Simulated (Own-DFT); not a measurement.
# What a defect does to the pressure of its cell: zincblende GaAs

Calculated, not measured: single-point runs of Own-DFT, a retired in-house plane-wave DFT program that no person has reviewed, on unrelaxed cells, without spin or spin-orbit coupling.

Common settings: PBE; PseudoDojo norm-conserving scalar-relativistic files; cutoff 42 hartree; 3 x 3 x 3 k mesh centred on Gamma; Fermi-Dirac smearing of 0.1 eV.

Caveats (not all hold for every row): not probed for a lower state with spin; forces not confirmed at this smearing and k mesh; stress not checked against mesh or cutoff.

All runs share one cell, with vectors in Å (10.862, 0.000, 0.000); (0.000, 10.862, 0.000); (0.000, 0.000, 11.796) and a volume of 1391.7 Å³, strained against the parent crystal. u is the rms random offset of the atoms per axis. The defect's site can differ from row to row.

| cell | formula | u (Å) | P (GPa) |
|---|---|---|---|
| no defect | As32Ga32 | 0.0295 | 6.66 |
| no defect | As32Ga32 | 0.0481 | 7.06 |
| no defect | As32Ga32 | 0.0513 | 7.09 |
| one In on a Ga site | As32Ga31In | 0.0310 | 7.48 |
| one In on a Ga site | As32Ga31In | 0.0311 | 7.38 |
| one In on a Ga site | As32Ga31In | 0.0314 | 7.37 |
| one Al on a Ga site | AlAs32Ga31 | 0.0307 | 6.64 |
| one Al on a Ga site | AlAs32Ga31 | 0.0314 | 6.66 |
| one Al on a Ga site | AlAs32Ga31 | 0.0493 | 7.07 |
| one As vacancy and one Ga vacancy | As31Ga31 | 0.0306 | 6.00 |
| one As vacancy and one Ga vacancy | As31Ga31 | 0.0308 | ? |
| one As vacancy and one Ga vacancy | As31Ga31 | 0.0494 | 6.09 |
| one As vacancy and one Ga vacancy | As31Ga31 | 0.0499 | 6.53 |
| one P on an As site | As31Ga32P | 0.0293 | 6.35 |
| one P on an As site | As31Ga32P | 0.0491 | 6.72 |
| one P on an As site | As31Ga32P | 0.0535 | 6.78 |

## Working it out

P = P0 + c u² + a shift for each defect gives P0 = 6.47 GPa, c = 240 ± 41 GPa/Å² and a scatter of 0.11 GPa. The shifts, and each times the cell's volume:

- one In on a Ga site: 0.71 ± 0.10 GPa, 6.2 eV
- one Al on a Ga site: -0.03 ± 0.09 GPa, -0.2 eV (not resolved)
- one P on an As site: -0.34 ± 0.09 GPa, -3.0 eV
- one As vacancy and one Ga vacancy: -0.73 ± 0.09 GPa, -6.4 eV

A positive shift means that the defect pushes the cell outwards. Shift times volume (160.2 GPa Å³ is 1 eV) depends little on the cell's size, so, taken for each site, it can be compared between cells at like pressure. The atoms around the defects weren't relaxed, which would change these numbers.

## Withheld run

Question: what pressure belongs in the blank (one As vacancy and one Ga vacancy, u = 0.0308 Å)?

From the fit: 5.96 ± 0.13 GPa. The run itself gave 5.98 GPa.
